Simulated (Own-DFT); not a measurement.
## Calculated data, Hf36O71 (tetragonal hafnia with one neutral oxygen vacancy, atoms displaced)

All values are calculated (Own-DFT development build). A calculation, not a measurement: plane-wave PBE and HSE06 DFT by an unreviewed code, no spin, of a simulated cell at Gamma alone, so results move with cell size and shape, stress positive in tension, energies less offsets, not probed for a lower state with spin; hafnium file: forces about 75 meV/angstrom off all-electron values; oxygen file: force components 24 meV/angstrom off all-electron in a glass; k mesh not checked against a denser one; forces and stress are PBE's, HSE06 gives the energy alone, and its difference from PBE has offsets of its own; offsets are fitted by least squares, one for each functional and potential file, so energies compare only between cells with the same atoms and settings and are not formation energies; the far tail of each file's local potential was reset to the Coulomb form; each entry is a single point on an unrelaxed cell, so the pressure reflects the starting lattice, taken from the Materials Project, from which strain is counted, and rises with the displacements; printed positions are rounded, which can move forces by about a meV/angstrom; the program is a retired in-house code; no spin-orbit coupling.

Settings shared by all entries: first functional PBE; second functional HSE06; exact exchange share 0.25; screening 0.11 1/bohr; exchange divergence Gygi-Baldereschi; potential files PseudoDojo norm-conserving, scalar-relativistic, made for PBE, standard set; wave cutoff 48 hartree; occupations fixed; k mesh 1 x 1 x 1 centred on Gamma.

(1) 
```cif
# cell vector a (Å): 10.7800 0.0000 0.0000
# cell vector b (Å): 0.0000 10.7800 0.0000
# cell vector c (Å): 0.0000 0.0000 10.4493
data_Hf36O71
_symmetry_space_group_name_H-M 'P 1'
_symmetry_Int_Tables_number 1
_cell_length_a 10.7800
_cell_length_b 10.7800
_cell_length_c 10.4493
_cell_angle_alpha 90.000
_cell_angle_beta 90.000
_cell_angle_gamma 90.000
_cell_volume 1214.30
loop_
_atom_site_label
_atom_site_type_symbol
_atom_site_fract_x
_atom_site_fract_y
_atom_site_fract_z
_atom_site_occupancy
Hf1 Hf 0.99513 0.99524 0.99899 1
Hf2 Hf 0.15108 0.16803 0.25011 1
O1 O 0.00969 0.15981 0.15875 1
O2 O 0.18167 0.99825 0.33635 1
O3 O 0.01446 0.17730 0.40082 1
O4 O 0.16709 0.00508 0.09372 1
Hf3 Hf 0.01049 0.99221 0.50499 1
Hf4 Hf 0.15926 0.17082 0.75773 1
O5 O 0.00383 0.15737 0.66348 1
O6 O 0.15943 0.98391 0.84725 1
O7 O 0.00612 0.17218 0.91941 1
O8 O 0.16470 0.00398 0.58405 1
Hf5 Hf 0.00709 0.33304 0.99421 1
Hf6 Hf 0.17050 0.49494 0.23642 1
O9 O 0.99498 0.48570 0.15386 1
O10 O 0.16106 0.32892 0.34773 1
O11 O 0.98481 0.50597 0.41565 1
O12 O 0.16596 0.33763 0.09492 1
Hf7 Hf 0.99734 0.32354 0.48464 1
Hf8 Hf 0.16098 0.49942 0.75373 1
O13 O 0.98955 0.50570 0.66515 1
O14 O 0.16144 0.33151 0.84769 1
O15 O 0.00864 0.49949 0.91559 1
O16 O 0.15282 0.33373 0.58853 1
Hf9 Hf 0.00859 0.66809 0.00402 1
Hf10 Hf 0.16245 0.81881 0.25729 1
O17 O 0.00140 0.83724 0.15047 1
O18 O 0.14924 0.66461 0.34251 1
O19 O 0.00357 0.82364 0.40280 1
O20 O 0.16071 0.67078 0.09890 1
Hf11 Hf 0.99949 0.66984 0.50686 1
Hf12 Hf 0.16414 0.82698 0.74509 1
O21 O 0.00433 0.84226 0.66050 1
O22 O 0.16793 0.67327 0.85938 1
O23 O 0.99378 0.84866 0.89711 1
O24 O 0.16384 0.66482 0.59942 1
Hf13 Hf 0.34951 0.00494 0.00969 1
Hf14 Hf 0.49826 0.16622 0.25081 1
O25 O 0.32944 0.17158 0.14131 1
O26 O 0.50420 0.99576 0.35287 1
O27 O 0.33594 0.15413 0.40108 1
O28 O 0.49055 0.99666 0.09308 1
Hf15 Hf 0.35071 0.99686 0.50626 1
Hf16 Hf 0.49705 0.16282 0.74407 1
O29 O 0.33215 0.16710 0.64803 1
O30 O 0.50082 0.99418 0.84569 1
O31 O 0.32399 0.16487 0.91419 1
O32 O 0.50243 0.99788 0.59201 1
Hf17 Hf 0.33013 0.32304 0.99967 1
Hf18 Hf 0.49412 0.50848 0.25416 1
O33 O 0.33855 0.48627 0.15215 1
O34 O 0.50645 0.33793 0.34452 1
O35 O 0.32567 0.50482 0.40197 1
O36 O 0.49500 0.33658 0.09199 1
Hf19 Hf 0.32678 0.33147 0.49763 1
Hf20 Hf 0.50232 0.50814 0.75299 1
O37 O 0.32842 0.49719 0.66069 1
O38 O 0.48609 0.33124 0.85015 1
O39 O 0.32104 0.49237 0.91389 1
O40 O 0.50643 0.33247 0.59905 1
Hf21 Hf 0.33745 0.67787 0.98900 1
Hf22 Hf 0.50078 0.82724 0.25193 1
O41 O 0.33838 0.83232 0.15905 1
O42 O 0.49279 0.67856 0.33203 1
O43 O 0.32415 0.82846 0.41207 1
O44 O 0.50950 0.66299 0.11551 1
Hf23 Hf 0.33413 0.66208 0.49812 1
Hf24 Hf 0.50230 0.82801 0.75005 1
O45 O 0.32004 0.82212 0.64831 1
O46 O 0.50651 0.66800 0.84845 1
O47 O 0.33079 0.83153 0.91079 1
O48 O 0.49996 0.67567 0.59793 1
Hf25 Hf 0.66112 0.99168 0.98670 1
Hf26 Hf 0.82440 0.16048 0.25278 1
O49 O 0.66511 0.16160 0.14737 1
O50 O 0.82757 0.00647 0.33880 1
O51 O 0.66755 0.16518 0.38321 1
O52 O 0.83042 0.00629 0.09448 1
Hf27 Hf 0.66842 0.01155 0.50509 1
Hf28 Hf 0.83218 0.17085 0.74076 1
O53 O 0.67281 0.16060 0.63802 1
O54 O 0.66214 0.15910 0.88524 1
O55 O 0.83507 0.99761 0.59243 1
Hf29 Hf 0.67102 0.33480 0.00729 1
Hf30 Hf 0.83024 0.49861 0.27589 1
O56 O 0.66292 0.48979 0.13997 1
O57 O 0.83596 0.32521 0.33952 1
O58 O 0.66701 0.50042 0.40210 1
O59 O 0.83437 0.34199 0.09539 1
Hf31 Hf 0.67223 0.33199 0.50439 1
Hf32 Hf 0.82013 0.51363 0.75609 1
O60 O 0.67032 0.49682 0.64818 1
O61 O 0.84541 0.33248 0.85886 1
O62 O 0.66913 0.51319 0.90137 1
O63 O 0.82787 0.33395 0.60482 1
Hf33 Hf 0.67156 0.67330 0.00904 1
Hf34 Hf 0.84200 0.84151 0.24981 1
O64 O 0.66523 0.82185 0.16067 1
O65 O 0.84173 0.65931 0.35905 1
O66 O 0.66621 0.82604 0.40240 1
O67 O 0.84585 0.67176 0.09635 1
Hf35 Hf 0.66575 0.66787 0.51257 1
Hf36 Hf 0.82506 0.83044 0.75780 1
O68 O 0.65816 0.82644 0.64308 1
O69 O 0.83854 0.65901 0.84810 1
O70 O 0.65365 0.83978 0.90341 1
O71 O 0.82468 0.65468 0.59485 1
_calc_PBE_energy_of_cell_above_offsets '-87.538'  # eV
_calc_HSE06_less_PBE_above_offsets '0.462'  # eV
_calc_PBE_pressure 6.38  # GPa
_calc_PBE_stress_xx -5.19  # GPa
_calc_PBE_stress_yy -7.35  # GPa
_calc_PBE_stress_zz -6.61  # GPa
_calc_PBE_stress_yz -1.19  # GPa
_calc_PBE_stress_xz -2.96  # GPa
_calc_PBE_stress_xy -0.19  # GPa
```

Force:
| element | x (eV/Å) | y (eV/Å) | z (eV/Å) |
| --- | --- | --- | --- |
| Hf | 3.045 | 2.216 | 1.442 |
| Hf | 5.294 | -2.364 | -0.048 |
| O | -5.413 | 0.311 | -1.402 |
| O | -1.87 | -0.726 | 0.639 |
| O | -1.035 | -5.713 | -0.553 |
| O | 0.127 | -0.567 | -0.694 |
| Hf | -0.567 | 0.413 | -1.209 |
| Hf | 1.442 | -2.471 | 0.631 |
| O | -1.639 | 0.151 | -1.065 |
| O | 0.469 | 2.431 | -1.434 |
| O | -0.047 | -3.469 | -2.513 |
| O | 2.171 | -0.137 | 1.316 |
| Hf | -2.311 | 1.984 | 2.712 |
| Hf | -1.187 | -0.468 | 0.058 |
| O | 0.914 | 1.231 | 1.547 |
| O | 1.02 | 2.488 | 0.177 |
| O | 0.493 | -2.202 | -0.375 |
| O | 0.24 | 0.061 | 0.912 |
| Hf | -0.583 | 4.915 | 2.955 |
| Hf | -0.959 | 0.467 | 0.583 |
| O | 1.057 | 0.382 | 0.491 |
| O | 0.151 | 0.33 | -0.692 |
| O | 0.583 | 1.643 | -1.318 |
| O | 1.804 | 0.048 | 1.057 |
| Hf | -1.297 | -0.381 | -1.041 |
| Hf | 1.716 | 4.018 | -1.756 |
| O | -0.2 | 0.308 | 0.248 |
| O | 0.752 | -2.791 | 1.268 |
| O | -0.628 | 2.851 | -0.172 |
| O | 2.667 | -0.44 | 1.036 |
| Hf | -0.786 | -2.278 | -0.072 |
| Hf | 0.505 | 1.087 | 1.96 |
| O | -2.965 | -0.667 | -1.737 |
| O | -0.144 | -0.673 | -1.042 |
| O | -1.991 | -3.722 | -0.476 |
| O | 0.389 | -0.573 | -0.115 |
| Hf | -9.09 | -0.288 | -2.461 |
| Hf | -0.975 | 0.933 | -0.443 |
| O | 1.066 | -0.352 | 2.125 |
| O | -0.173 | 0.43 | -0.27 |
| O | 0.897 | 2.564 | 0.574 |
| O | 6.993 | -0.008 | 3.36 |
| Hf | -5.028 | -0.171 | -3.395 |
| Hf | 0.552 | 1.983 | 1.222 |
| O | -0.253 | 0.105 | 0.753 |
| O | -0.802 | 0.59 | -0.574 |
| O | 0.274 | -1.641 | -3.451 |
| O | 2.052 | 0.114 | 3.083 |
| Hf | 1.288 | 1.749 | 1.28 |
| Hf | 1.388 | -1.736 | -2.2 |
| O | -0.996 | 1.204 | 0.939 |
| O | -0.909 | -0.836 | 0.407 |
| O | 0.447 | -1.248 | -0.196 |
| O | 1.419 | -1.05 | 0.386 |
| Hf | 0.229 | -1.094 | -0.027 |
| Hf | -0.713 | -3.387 | 0.085 |
| O | 1.162 | 0.082 | -0.654 |
| O | 0.889 | 0.184 | -1.725 |
| O | 0.35 | 2.639 | -1.308 |
| O | -0.782 | -0.294 | -0.37 |
| Hf | -0.666 | -3.262 | 3.1 |
| Hf | 0.327 | 3.829 | -1.092 |
| O | -1.21 | -0.803 | -0.517 |
| O | -0.746 | -4.684 | 4.996 |
| O | 0.314 | -0.337 | -0.364 |
| O | -0.972 | 0.215 | -3.272 |
| Hf | -1.092 | 1.75 | 1.131 |
| Hf | -1.769 | 0.606 | -0.818 |
| O | 3.125 | 0.935 | 0.842 |
| O | -0.949 | 0.388 | 0.717 |
| O | 1.172 | 1.917 | -1.822 |
| O | -1.287 | -1.333 | 0.559 |
| Hf | 1.182 | 5.139 | 2.312 |
| Hf | 0.387 | 1.943 | -3.859 |
| O | -0.703 | 0.421 | -0.538 |
| O | 0.885 | -2.388 | 2.078 |
| O | -0.119 | 0.49 | 2.193 |
| O | -0.838 | -0.973 | -0.403 |
| Hf | 0.435 | -1.848 | -2.83 |
| Hf | -0.067 | 0.641 | 2.278 |
| O | -1.408 | 0.114 | 0.019 |
| O | 0.474 | 0.307 | 0.41 |
| O | 0.144 | -0.252 | 0.562 |
| Hf | -0.037 | 0.352 | 0.145 |
| Hf | 0.62 | 0.12 | -3.804 |
| O | 0.418 | 1.058 | 1.849 |
| O | -0.018 | 0.167 | 2.347 |
| O | -0.155 | 0.163 | 0.315 |
| O | -0.248 | -1.514 | 0.254 |
| Hf | -1.547 | 0.388 | -1.336 |
| Hf | 2.224 | -4.848 | -1.038 |
| O | -2.522 | 0.317 | 0.295 |
| O | -1.397 | -0.087 | -2.089 |
| O | -0.568 | -1.407 | -0.662 |
| O | 1.289 | -1.142 | -0.691 |
| Hf | 0.231 | -1.921 | 2.032 |
| Hf | -1.563 | -2.248 | 0.035 |
| O | 1.724 | 0.978 | -1.41 |
| O | -0.728 | 2.932 | -0.824 |
| O | 0.621 | 0.793 | 0.857 |
| O | -1.941 | 0.346 | 0.245 |
| Hf | 0.548 | 0.534 | -3.423 |
| Hf | 1.811 | 1.313 | -0.781 |
| O | 1.528 | 0.658 | 2.137 |
| O | -0.161 | 4.865 | 1.44 |
| O | 1.187 | -4.048 | -1.886 |
| O | 1.558 | 1.253 | 1.856 |

(2) 
```cif
# cell vector a (Å): 10.7800 0.0000 0.0000
# cell vector b (Å): 0.0000 10.7800 0.0000
# cell vector c (Å): 0.0000 0.0000 10.4493
data_Hf36O71
_symmetry_space_group_name_H-M 'P 1'
_symmetry_Int_Tables_number 1
_cell_length_a 10.7800
_cell_length_b 10.7800
_cell_length_c 10.4493
_cell_angle_alpha 90.000
_cell_angle_beta 90.000
_cell_angle_gamma 90.000
_cell_volume 1214.30
loop_
_atom_site_label
_atom_site_type_symbol
_atom_site_fract_x
_atom_site_fract_y
_atom_site_fract_z
_atom_site_occupancy
Hf1 Hf 0.99914 0.00724 0.99534 1
Hf2 Hf 0.16117 0.16785 0.24845 1
O1 O 0.99279 0.17367 0.15619 1
O2 O 0.16768 0.99973 0.33612 1
O3 O 0.98210 0.16416 0.40015 1
O4 O 0.16866 0.00810 0.10170 1
Hf3 Hf 0.99856 0.00132 0.49709 1
Hf4 Hf 0.16288 0.15783 0.74835 1
O5 O 0.98724 0.16109 0.65192 1
O6 O 0.17787 0.99240 0.84209 1
O7 O 0.99708 0.15919 0.90334 1
O8 O 0.15788 0.99645 0.59278 1
Hf5 Hf 0.01498 0.33801 0.00145 1
Hf6 Hf 0.16778 0.50623 0.25012 1
O9 O 0.98567 0.49371 0.14906 1
O10 O 0.17546 0.33604 0.36373 1
O11 O 0.00304 0.49647 0.40734 1
O12 O 0.16814 0.34996 0.10877 1
Hf7 Hf 0.99161 0.32712 0.49702 1
Hf8 Hf 0.16744 0.49379 0.73021 1
O13 O 0.00783 0.51138 0.64868 1
O14 O 0.16260 0.33540 0.85864 1
O15 O 0.99607 0.50384 0.89256 1
O16 O 0.16230 0.32625 0.58903 1
Hf9 Hf 0.00298 0.66399 0.99407 1
Hf10 Hf 0.16593 0.84219 0.24393 1
O17 O 0.00768 0.83130 0.15658 1
O18 O 0.15497 0.66756 0.33759 1
O19 O 0.01129 0.84594 0.39453 1
O20 O 0.17700 0.65934 0.10405 1
Hf11 Hf 0.01469 0.67625 0.49089 1
Hf12 Hf 0.16236 0.82202 0.75069 1
O21 O 0.01032 0.82999 0.65689 1
O22 O 0.16324 0.67804 0.85336 1
O23 O 0.00937 0.83204 0.89527 1
O24 O 0.16334 0.66935 0.59481 1
Hf13 Hf 0.35531 0.98872 0.97848 1
Hf14 Hf 0.50227 0.17839 0.24628 1
O25 O 0.32075 0.16689 0.16267 1
O26 O 0.49776 0.99743 0.35388 1
O27 O 0.33560 0.15959 0.41162 1
O28 O 0.50019 0.00311 0.08696 1
Hf15 Hf 0.33288 0.01613 0.50835 1
Hf16 Hf 0.50124 0.16335 0.74303 1
O29 O 0.32110 0.17432 0.64690 1
O30 O 0.50036 0.00372 0.84930 1
O31 O 0.34342 0.16454 0.90460 1
O32 O 0.50135 0.00101 0.59658 1
Hf17 Hf 0.33453 0.32896 0.00804 1
Hf18 Hf 0.51173 0.49693 0.23682 1
O33 O 0.33594 0.49939 0.15559 1
O34 O 0.50133 0.33193 0.34576 1
O35 O 0.33012 0.50061 0.40094 1
O36 O 0.50622 0.33130 0.10115 1
Hf19 Hf 0.33274 0.32629 0.50454 1
Hf20 Hf 0.49526 0.50029 0.75513 1
O37 O 0.33126 0.50622 0.65248 1
O38 O 0.49847 0.32524 0.85651 1
O39 O 0.34641 0.50916 0.89960 1
O40 O 0.49564 0.33265 0.60610 1
Hf21 Hf 0.33518 0.67428 0.99326 1
Hf22 Hf 0.49604 0.83904 0.24571 1
O41 O 0.33216 0.83616 0.14171 1
O42 O 0.48483 0.66512 0.34147 1
O43 O 0.49609 0.65357 0.11506 1
Hf23 Hf 0.34250 0.66653 0.49349 1
Hf24 Hf 0.49294 0.83677 0.75085 1
O44 O 0.33755 0.83372 0.65386 1
O45 O 0.51766 0.67735 0.85520 1
O46 O 0.32442 0.83102 0.89652 1
O47 O 0.50199 0.66327 0.58658 1
Hf25 Hf 0.65765 0.99743 0.98630 1
Hf26 Hf 0.83434 0.18375 0.25696 1
O48 O 0.67007 0.15571 0.16060 1
O49 O 0.84781 0.00390 0.35617 1
O50 O 0.66860 0.16776 0.40313 1
O51 O 0.83582 0.99955 0.10345 1
Hf27 Hf 0.66515 0.00058 0.50935 1
Hf28 Hf 0.83999 0.17000 0.74641 1
O52 O 0.65592 0.17244 0.64933 1
O53 O 0.83470 0.98329 0.84238 1
O54 O 0.66211 0.17588 0.89898 1
O55 O 0.83305 0.00249 0.57613 1
Hf29 Hf 0.66043 0.34022 0.00746 1
Hf30 Hf 0.82741 0.49669 0.24266 1
O56 O 0.66154 0.48739 0.14549 1
O57 O 0.84772 0.34072 0.33966 1
O58 O 0.68428 0.49633 0.40338 1
O59 O 0.81222 0.31654 0.09524 1
Hf31 Hf 0.67067 0.33718 0.49872 1
Hf32 Hf 0.82456 0.49420 0.75751 1
O60 O 0.66178 0.50199 0.64490 1
O61 O 0.83426 0.33684 0.84215 1
O62 O 0.67103 0.50917 0.90202 1
O63 O 0.83667 0.33668 0.60369 1
Hf33 Hf 0.66090 0.66029 0.00185 1
Hf34 Hf 0.84468 0.84075 0.25919 1
O64 O 0.65455 0.84506 0.15168 1
O65 O 0.83739 0.66220 0.35216 1
O66 O 0.66485 0.82799 0.40671 1
O67 O 0.83432 0.67255 0.10205 1
Hf35 Hf 0.67030 0.67483 0.50096 1
Hf36 Hf 0.83380 0.84038 0.75263 1
O68 O 0.66509 0.83494 0.65885 1
O69 O 0.83752 0.66964 0.83689 1
O70 O 0.67063 0.85693 0.90456 1
O71 O 0.82009 0.66319 0.59578 1
_calc_PBE_energy_of_cell_above_offsets '-87.474'  # eV
_calc_HSE06_less_PBE_above_offsets '0.474'  # eV
_calc_PBE_pressure 6.12  # GPa
_calc_PBE_stress_xx -6.32  # GPa
_calc_PBE_stress_yy -6.1  # GPa
_calc_PBE_stress_zz -5.93  # GPa
_calc_PBE_stress_yz -0.54  # GPa
_calc_PBE_stress_xz 0.08  # GPa
_calc_PBE_stress_xy 0.18  # GPa
```

Force:
| element | x (eV/Å) | y (eV/Å) | z (eV/Å) |
| --- | --- | --- | --- |
| Hf | 0.062 | -3.576 | 3.147 |
| Hf | -0.374 | -0.259 | 0.846 |
| O | 1.638 | 0.866 | -1.194 |
| O | 0.273 | 1.977 | 1.837 |
| O | 1.704 | 1.262 | 0.665 |
| O | -0.885 | -0.094 | -1.824 |
| Hf | 0.018 | -0.132 | -1.036 |
| Hf | -0.155 | -0.227 | 0.526 |
| O | 3.234 | 0.211 | -0.569 |
| O | -0.366 | 1.843 | -0.381 |
| O | 0.075 | 2.679 | -1.585 |
| O | 1.713 | 1.456 | 0.676 |
| Hf | -1.742 | 0.403 | -0.085 |
| Hf | 0.582 | -1.296 | 1 |
| O | 1.703 | -0.406 | -0.968 |
| O | -0.713 | -1.355 | -2.121 |
| O | 0.276 | 0.333 | -0.342 |
| O | -0.271 | -0.985 | -1.019 |
| Hf | 1.958 | 2.22 | -0.846 |
| Hf | -1.624 | 0.657 | 1.915 |
| O | -1.579 | -0.733 | 0.167 |
| O | 0.243 | -0.773 | -0.539 |
| O | 0.343 | -0.907 | 1.29 |
| O | -0.543 | 0.418 | 2.469 |
| Hf | -0.164 | 1.132 | 0.492 |
| Hf | 1.361 | -0.512 | -0.095 |
| O | -1.543 | -0.45 | -1.216 |
| O | 0.004 | 1.081 | 1.262 |
| O | -0.769 | -1.762 | 0.554 |
| O | -1.227 | -0.277 | -1.641 |
| Hf | -2.755 | -1.766 | -0.019 |
| Hf | 1.062 | 2.007 | -1.007 |
| O | -3.566 | 0.262 | -1.93 |
| O | 0.716 | -4.256 | 0.734 |
| O | -0.739 | 0.739 | 1.411 |
| O | 2.593 | -0.092 | 0.475 |
| Hf | -4.27 | 2.43 | 3.212 |
| Hf | 0.359 | -3.082 | 0.499 |
| O | 2.776 | 1.694 | -1.109 |
| O | -0.196 | 0.741 | -0.824 |
| O | 0.236 | 3.015 | -1.781 |
| O | -0.57 | 0.268 | 1.238 |
| Hf | -0.434 | -4.754 | -0.559 |
| Hf | -0.598 | 2.403 | 1.316 |
| O | 1.251 | -0.987 | 1.179 |
| O | -0.262 | -1.124 | -1.199 |
| O | -1.03 | 0.452 | -0.134 |
| O | -1.114 | 0.55 | 1.849 |
| Hf | 0.047 | 0.601 | -0.669 |
| Hf | -5.284 | 1.526 | 3.821 |
| O | 0.641 | -1.299 | -0.493 |
| O | 0.189 | 0.84 | 0.894 |
| O | -0.265 | -0.297 | 0.89 |
| O | -2.494 | -0.565 | 0.918 |
| Hf | -0.676 | 1.813 | -1.877 |
| Hf | 0.405 | -0.849 | -0.844 |
| O | 1.119 | -0.386 | -0.434 |
| O | -0.302 | 2.084 | -0.857 |
| O | -0.036 | -0.896 | 0.284 |
| O | 0.561 | 0.159 | -0.487 |
| Hf | -0.81 | -1.863 | 2.508 |
| Hf | -0.102 | -0.417 | 1.4 |
| O | 0.87 | 0.01 | -0.11 |
| O | 0.457 | 0.377 | 0.317 |
| O | 1.291 | 0.847 | -3.16 |
| Hf | -0.324 | 0.341 | -1.055 |
| Hf | 1.534 | -0.741 | -1.516 |
| O | -0.479 | -0.184 | -0.228 |
| O | -0.772 | -0.216 | -0.343 |
| O | 1.891 | -0.746 | -1.173 |
| O | -0.557 | 0.279 | 1.907 |
| Hf | 2.61 | 6.157 | 5.712 |
| Hf | -1.284 | -4.72 | -1.825 |
| O | -1.791 | 0.647 | 0.1 |
| O | -1.415 | -0.858 | -1.918 |
| O | 0.345 | 0.669 | 0.521 |
| O | 0.561 | -0.557 | -1.453 |
| Hf | -0.581 | -0.535 | -3.132 |
| Hf | -3.631 | 0.103 | 1.906 |
| O | 2.837 | -0.615 | -0.18 |
| O | 0.801 | 6.643 | 1.508 |
| O | 0.498 | -1.291 | -0.236 |
| O | -0.209 | -0.262 | 3.823 |
| Hf | 0.674 | -2.218 | -3.631 |
| Hf | 0.82 | 2.947 | 1.561 |
| O | 2.773 | 1.376 | -1.283 |
| O | -0.495 | 0.498 | 1.963 |
| O | -1.179 | 0.219 | -1.173 |
| O | 3.466 | 0.994 | 0.657 |
| Hf | -1.524 | 0.094 | 1.107 |
| Hf | 1.065 | 3.16 | -2.854 |
| O | -0.351 | -1.267 | 1.719 |
| O | 0.339 | -1.977 | 1.083 |
| O | -0.167 | -1.989 | -0.462 |
| O | -1.017 | -0.458 | -0.412 |
| Hf | 0.894 | 3.43 | 1.238 |
| Hf | -1.22 | 0.152 | -1.276 |
| O | 1.422 | -0.856 | 0.051 |
| O | 0.294 | 1.017 | -1.292 |
| O | 0.379 | 2.43 | -0.792 |
| O | -1.095 | -0.529 | -1.22 |
| Hf | 0.33 | -2.103 | -0.234 |
| Hf | 0.691 | -5.332 | -2.973 |
| O | -0.683 | 0.7 | -0.202 |
| O | -0.435 | 0.129 | 1.646 |
| O | -0.123 | -8.105 | -2.838 |
| O | 2.816 | 0.597 | 0.363 |
